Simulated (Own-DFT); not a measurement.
## Calculated data, GaP (zincblende, atoms displaced)

A calculation, not a measurement: plane-wave PBE density functional theory by an unreviewed code, no spin, of a simulated periodic cell, stress positive in tension, free energy of the whole cell less one offset for each atom, forces on such cells passed a denser k mesh, this cell's mesh not checked; offsets are fitted by least squares, one for each functional and potential file, so energies compare only between cells with the same atoms and settings and are not formation energies; the far tail of each file's local potential was reset to the Coulomb form; each entry is a single point on an unrelaxed cell, so the pressure reflects the starting lattice, mostly measured values (interpolated for alloys), from which strain is counted, and rises with the displacements; printed positions are rounded, which can move forces by about a meV/angstrom; the program, named Own-DFT, is a retired in-house code; no spin-orbit coupling. Program: Own-DFT development build.

Common to all runs: functional PBE; potential files PseudoDojo norm-conserving, scalar-relativistic, standard set; wave cutoff 42 hartree; occupations Fermi-Dirac; smearing width 0.1 eV; hardware one NVIDIA H200; k mesh 2 x 3 x 3 centred on Gamma.

(1) GaP (zincblende, atoms displaced)

```xyz
96
Lattice="16.3515 0.0000 0.0000 0.0000 10.9010 0.0000 0.0000 0.0000 10.9010" Properties=species:S:1:pos:R:3 GaP
Ga     0.0296    10.8845    10.8987
Ga     0.0236     2.7353     2.7279
Ga     2.7044    10.9003     2.6935
Ga     2.7219     2.7402     0.0228
P      1.3590     1.3543     1.3798
P      1.3956     4.0806     4.0694
P      4.0600     1.3720     4.1174
P      4.0962     4.1063     1.3518
Ga     0.0214     0.0238     5.4683
Ga    16.3433     2.7078     8.2296
Ga     2.7072    10.8879     8.1534
Ga     2.6842     2.7165     5.4321
P      1.3446     1.3462     6.7971
P      1.3454     4.0853     9.5593
P      4.0786     1.3965     9.5467
P      4.0848     4.1021     6.8096
Ga    16.3454     5.4591    10.8960
Ga     0.0055     8.1772     2.7392
Ga     2.7217     5.4220     2.6995
Ga     2.7146     8.1766    10.8802
P      1.3701     6.8441     1.3630
P      1.3607     9.5331     4.0637
P      4.0556     6.8061     4.1128
P      4.0904     9.5152     1.3570
Ga     0.0080     5.4372     5.4424
Ga    16.3429     8.2221     8.1597
Ga     2.7272     5.4256     8.1526
Ga     2.7474     8.1779     5.4643
P      1.3779     6.7892     6.8211
P      1.3469     9.5503     9.5346
P      4.0923     6.8044     9.5598
P      4.0909     9.5283     6.8018
Ga     5.4698     0.0116     0.0234
Ga     5.4508     2.7071     2.7629
Ga     8.1668    10.9006     2.7469
Ga     8.1508     2.7311     0.0069
P      6.8565     1.3915     1.3549
P      6.8069     4.0961     4.0534
P      9.5311     1.3905     4.1146
P      9.5694     4.0762     1.3504
Ga     5.4450    10.8529     5.4535
Ga     5.4773     2.7384     8.1871
Ga     8.1350    10.8902     8.1489
Ga     8.1577     2.7455     5.4508
P      6.8349     1.3808     6.8049
P      6.8245     4.0862     9.5129
P      9.5304     1.3675     9.5655
P      9.5515     4.0551     6.7923
Ga     5.4079     5.4282    10.8847
Ga     5.4638     8.1888     2.7293
Ga     8.1656     5.4567     2.7420
Ga     8.1792     8.1582     0.0024
P      6.8127     6.8034     1.3673
P      6.8347     9.5365     4.1004
P      9.5647     6.8213     4.0897
P      9.5629     9.5638     1.3609
Ga     5.4311     5.4533     5.4612
Ga     5.4618     8.1737     8.1988
Ga     8.1628     5.4653     8.1768
Ga     8.1687     8.1483     5.4633
P      6.8318     6.8471     6.7986
P      6.7740     9.5504     9.4971
P      9.5458     6.7954     9.4764
P      9.5145     9.5415     6.8397
Ga    10.9073    10.8771    10.8888
Ga    10.9110     2.7226     2.7327
Ga    13.6220     0.0120     2.7112
Ga    13.5954     2.7079     0.0305
P     12.2487     1.3914     1.3799
P     12.2436     4.0709     4.1333
P     15.0390     1.3622     4.0886
P     14.9908     4.0234     1.3675
Ga    10.8838     0.0328     5.4465
Ga    10.8913     2.7032     8.2152
Ga    13.6286     0.0384     8.2037
Ga    13.6401     2.7336     5.4761
P     12.2638     1.3431     6.8710
P     12.2570     4.0768     9.5471
P     14.9684     1.3624     9.5497
P     15.0100     4.1046     6.8271
Ga    10.9122     5.4248    10.8823
Ga    10.9460     8.2024     2.7107
Ga    13.6512     5.4659     2.6894
Ga    13.6157     8.1544    10.8665
P     12.2627     6.8307     1.3272
P     12.2551     9.5166     4.0776
P     15.0278     6.8396     4.0709
P     14.9838     9.5371     1.3471
Ga    10.8795     5.4225     5.4274
Ga    10.8917     8.2083     8.1421
Ga    13.5961     5.4143     8.2001
Ga    13.6114     8.1264     5.4516
P     12.2525     6.7997     6.7864
P     12.2319     9.5340     9.5103
P     14.9716     6.8171     9.5457
P     14.9853     9.5543     6.8232
```

- free energy of cell above offsets: -53.563 eV
- pressure: 2.72 GPa
- stress xx: -2.73 GPa
- stress yy: -2.72 GPa
- stress zz: -2.72 GPa
- stress yz: 0.14 GPa
- stress xz: 0.13 GPa
- stress xy: -0.09 GPa
- wall time: 915.3 s

Force:
```csv
element,x (eV/Å),y (eV/Å),z (eV/Å)
Ga,-0.416,0.245,0.138
Ga,-0.045,-0.187,0.109
Ga,0.354,-0.119,0.303
Ga,-0.073,-0.09,-0.052
P,0.012,0.193,-0.345
P,-0.418,0.163,0.055
P,0.216,-0.443,-0.285
P,0.024,-0.499,0.322
Ga,-0.24,-0.554,-0.343
Ga,0.031,0.1,-0.427
Ga,0.291,0.24,0.17
Ga,0.328,0.121,0.406
P,0.173,0.437,0.492
P,0.249,0.054,-0.129
P,0.05,-0.359,-0.098
P,0.032,-0.529,-0.049
Ga,-0.12,-0.001,0.267
Ga,-0.009,0.259,-0.365
Ga,0.107,0.495,0.079
Ga,0.091,0.058,0.051
P,-0.138,-0.379,-0.026
P,0.146,0.126,0.458
P,0.355,0.007,-0.475
P,0.013,0.305,-0.018
Ga,0.097,0.138,-0.057
Ga,0.003,-0.579,0.059
Ga,-0.025,0.137,0.435
Ga,-0.45,-0.037,-0.152
P,-0.243,0.405,-0.039
P,0.313,-0.148,-0.115
P,-0.252,0.034,-0.47
P,0.002,-0.066,0.401
Ga,-0.226,0.067,-0.173
Ga,-0.148,0.015,-0.384
Ga,0.339,0.151,-0.112
Ga,0.495,0.26,-0.193
P,-0.57,-0.352,0.426
P,-0.078,0.044,0.548
P,-0.08,-0.129,-0.338
P,-0.412,0.185,0.211
Ga,0.123,0.59,-0.005
Ga,-0.322,-0.159,-0.251
Ga,0.36,0.298,0.351
Ga,0.033,0.062,-0.13
P,-0.517,-0.195,-0.134
P,-0.121,0.24,0.377
P,-0.286,-0.317,-0.177
P,-0.212,0.306,0.455
Ga,0.642,0.167,0.058
Ga,-0.17,-0.295,0.172
Ga,0.444,0.028,-0.291
Ga,0.071,0.178,-0.257
P,-0.156,-0.056,-0.173
P,-0.152,-0.117,-0.086
P,-0.182,0.069,-0.219
P,-0.373,-0.315,0.093
Ga,0.237,0.121,-0.15
Ga,-0.307,-0.182,-0.301
Ga,0.2,-0.269,-0.471
Ga,0.473,0.336,-0.215
P,-0.489,-0.538,0.261
P,0.444,-0.022,0.699
P,0.129,0.234,0.611
P,0.05,0.142,-0.598
Ga,0.027,0.388,0.079
Ga,-0.179,0.141,0.195
Ga,0.162,-0.038,0.187
Ga,0.166,0.073,-0.263
P,-0.049,-0.585,-0.137
P,0.539,0.201,-0.639
P,-0.555,0.081,0.051
P,0.078,0.661,-0.135
Ga,0.137,-0.366,0.22
Ga,-0.081,0.08,-0.225
Ga,-0.002,-0.563,-0.091
Ga,0.033,-0.279,0.034
P,-0.031,0.311,-0.58
P,0.079,-0.226,0.041
P,0.197,-0.036,0.41
P,-0.077,-0.211,0.108
Ga,-0.22,0.365,0.013
Ga,-0.437,-0.284,-0.1
Ga,-0.222,-0.227,0.334
Ga,-0.004,0.43,0.109
P,-0.019,-0.315,0.18
P,0.295,0.496,0.365
P,-0.35,-0.483,0.179
P,-0.029,-0.094,-0.007
Ga,0.026,0.191,0.262
Ga,0.075,-0.402,-0.029
Ga,0.223,0.415,-0.274
Ga,0.264,0.439,-0.041
P,-0.125,-0.198,0.36
P,0.453,0.033,0.177
P,0.206,-0.11,-0.393
P,-0.277,0.036,-0.291
```

(2) GaP (zincblende, atoms displaced)

```xyz
96
Lattice="16.3515 0.0000 0.0000 0.0000 10.9010 0.0000 0.0000 0.0000 10.9010" Properties=species:S:1:pos:R:3 GaP
Ga     0.0313    10.8881    10.8910
Ga    16.3276     2.7023     2.7109
Ga     2.7202    10.8907     2.7116
Ga     2.7296     2.7151    10.8954
P      1.3382     1.3348     1.3472
P      1.4003     4.0890     4.0751
P      4.1199     1.3682     4.0933
P      4.0930     4.0695     1.3462
Ga     0.0037    10.8796     5.4515
Ga     0.0097     2.7357     8.1574
Ga     2.7075     0.0203     8.1522
Ga     2.7330     2.7132     5.4309
P      1.3957     1.3440     6.8278
P      1.3699     4.0995     9.5354
P      4.0768     1.3739     9.5455
P      4.0454     4.0942     6.8161
Ga    16.3365     5.4722    10.8958
Ga     0.0161     8.1803     2.7631
Ga     2.7155     5.4701     2.7171
Ga     2.7349     8.1864     0.0103
P      1.3796     6.8172     1.3616
P      1.3764     9.5186     4.0433
P      4.0853     6.7857     4.1029
P      4.1023     9.4964     1.3592
Ga    16.3380     5.4599     5.4325
Ga    16.3461     8.1612     8.2059
Ga     2.6826     5.4342     8.1845
Ga     2.7405     8.1688     5.4373
P      1.3265     6.8025     6.8149
P      1.4077     9.5276     9.5754
P      4.1114     6.8282     9.5061
P      4.0724     9.5177     6.8092
Ga     5.4096    10.8792    10.8781
Ga     5.4270     2.7290     2.7265
Ga     8.1758    10.8801     2.7353
Ga     8.1734     2.7278     0.0060
P      6.8217     1.3643     1.3764
P      6.8535     4.1028     4.0675
P      9.5177     1.3980     4.1047
P      9.5570     4.0933     1.3445
Ga     5.4595     0.0017     5.4674
Ga     5.4673     2.7067     8.1797
Ga     8.1399     0.0207     8.1599
Ga     8.1905     2.7295     5.4390
P      6.8388     1.3495     6.8073
P      6.8416     4.0621     9.5231
P      9.5062     1.3701     9.5475
P      9.5344     4.1086     6.8117
Ga     5.4216     5.4281    10.8941
Ga     5.4180     8.1518     2.7360
Ga     8.1517     5.4402     2.7439
Ga     8.1647     8.1590    10.8961
P      6.7654     6.8252     1.3541
P      6.8430     9.5203     4.1060
P      9.5420     6.7898     4.1274
P      9.5401     9.5644     1.3547
Ga     5.4473     5.4269     5.4562
Ga     5.4609     8.1864     8.1843
Ga     8.1588     5.4454     8.1586
Ga     8.1516     8.1546     5.4681
P      6.8087     6.7935     6.8029
P      6.8205     9.5803     9.5259
P      9.5466     6.8466     9.5585
P      9.4979     9.5712     6.8085
Ga    10.9044     0.0176    10.8971
Ga    10.8921     2.7301     2.7228
Ga    13.6151     0.0083     2.7347
Ga    13.6216     2.7184     0.0185
P     12.3041     1.3366     1.3381
P     12.2839     4.0888     4.0641
P     15.0076     1.3638     4.1018
P     15.0084     4.0490     1.3592
Ga    10.8995     0.0185     5.4408
Ga    10.8576     2.7473     8.1670
Ga    13.6426     0.0246     8.1869
Ga    13.5921     2.7161     5.4736
P     12.2623     1.3381     6.8451
P     12.2828     4.1276     9.5298
P     14.9860     1.3741     9.5350
P     14.9881     4.0534     6.7865
Ga    10.9239     5.4222    10.8930
Ga    10.9213     8.1778     2.7227
Ga    13.6113     5.4537     2.7274
Ga    13.6082     8.2020    10.8763
P     12.2355     6.7859     1.3639
P     12.2678     9.5292     4.0753
P     14.9530     6.8163     4.1102
P     14.9907     9.5034     1.3733
Ga    10.9238     5.4291     5.4531
Ga    10.8962     8.2154     8.2111
Ga    13.6384     5.4487     8.1699
Ga    13.6525     8.1867     5.4861
P     12.2672     6.8349     6.7935
P     12.2750     9.5472     9.5362
P     14.9812     6.8206     9.5515
P     14.9806     9.5445     6.8361
```

* free energy of cell above offsets: -53.662 eV
* pressure: 2.7 GPa
* stress xx: -2.69 GPa
* stress yy: -2.7 GPa
* stress zz: -2.71 GPa
* stress yz: 0.28 GPa
* stress xz: -0.03 GPa
* stress xy: -0.05 GPa
* wall time: 892.1 s

Force:
```csv
element,x (eV/Å),y (eV/Å),z (eV/Å)
Ga,-0.542,-0.186,-0.004
Ga,0.467,0.111,0.259
Ga,0.304,0.139,-0.096
Ga,-0.261,0.042,0.121
P,0.364,0.329,0.164
P,-0.563,-0.125,-0.067
P,-0.343,-0.287,-0.094
P,-0.292,0.178,0.227
Ga,0.182,-0.001,0.006
Ga,0.016,-0.137,0.117
Ga,0.402,-0.419,0.428
Ga,0.013,0.007,0.136
P,-0.532,0.295,-0.49
P,-0.298,-0.208,0.257
P,0.041,-0.204,-0.265
P,0.439,-0.258,0.084
Ga,0.172,-0.217,0.162
Ga,-0.348,-0.414,-0.394
Ga,0.249,-0.26,-0.112
Ga,0.227,-0.436,-0.091
P,-0.307,0.049,-0.007
P,0.079,0.264,0.693
P,0.033,0.054,-0.081
P,-0.147,0.455,0.174
Ga,0.058,-0.285,-0.027
Ga,0.172,0.246,-0.038
Ga,0.342,0.425,-0.138
Ga,-0.323,-0.142,0.107
P,0.251,0.198,-0.081
P,-0.353,0.12,-0.597
P,-0.446,-0.275,0.266
P,0.162,0.27,0.061
Ga,0.362,0.265,0.326
Ga,0.478,0.043,-0.058
Ga,0.033,0.249,0.012
Ga,0.033,-0.046,0.181
P,-0.333,-0.194,-0.14
P,-0.729,-0.433,0.361
P,0.341,-0.416,-0.349
P,-0.296,0.004,0.184
Ga,0.037,-0.253,-0.105
Ga,-0.184,0.164,-0.209
Ga,0.446,-0.07,0.211
Ga,-0.192,0.216,0.238
P,-0.387,0.449,-0.181
P,-0.328,0.288,0.173
P,0.274,-0.06,-0.163
P,-0.001,-0.11,-0.127
Ga,0.3,0.083,-0.278
Ga,0.335,0.163,0.25
Ga,0.464,0.496,-0.513
Ga,-0.087,0.357,0.159
P,0.347,-0.316,0.071
P,-0.529,-0.002,-0.196
P,0.004,0.246,-0.401
P,0.046,-0.359,0.059
Ga,0.045,-0.102,-0.021
Ga,0.178,0.046,-0.202
Ga,0.271,0.273,0.3
Ga,0.366,0.007,-0.006
P,-0.238,0.134,0.203
P,-0.12,-0.435,0.129
P,-0.075,-0.55,-0.238
P,0.35,-0.266,0.061
Ga,-0.067,-0.061,-0.129
Ga,0.194,-0.168,-0.176
Ga,0.396,-0.222,-0.012
Ga,0.055,0.186,-0.36
P,-0.564,0.315,0.363
P,-0.221,-0.229,0.275
P,-0.33,-0.078,0.084
P,-0.257,0.596,0.03
Ga,-0.061,-0.171,0.007
Ga,0.324,-0.134,0.268
Ga,-0.041,-0.177,0.069
Ga,0.119,-0.168,-0.231
P,-0.275,0.317,-0.154
P,-0.106,-0.652,-0.06
P,0.318,-0.008,0.121
P,0.024,0.372,0.16
Ga,-0.287,0.339,-0.053
Ga,-0.444,-0.145,0.055
Ga,0.315,-0.042,-0.263
Ga,0.015,-0.366,0.465
P,0.371,0.323,-0.174
P,0.051,0.137,0.338
P,0.334,0.018,-0.277
P,0.043,0.353,-0.066
Ga,0.037,0.127,-0.05
Ga,-0.108,-0.11,-0.522
Ga,0.093,0.169,-0.282
Ga,-0.308,0.118,-0.234
P,-0.139,-0.11,0.446
P,-0.09,0.31,-0.024
P,-0.131,-0.06,-0.088
P,0.309,0.024,0.068
```
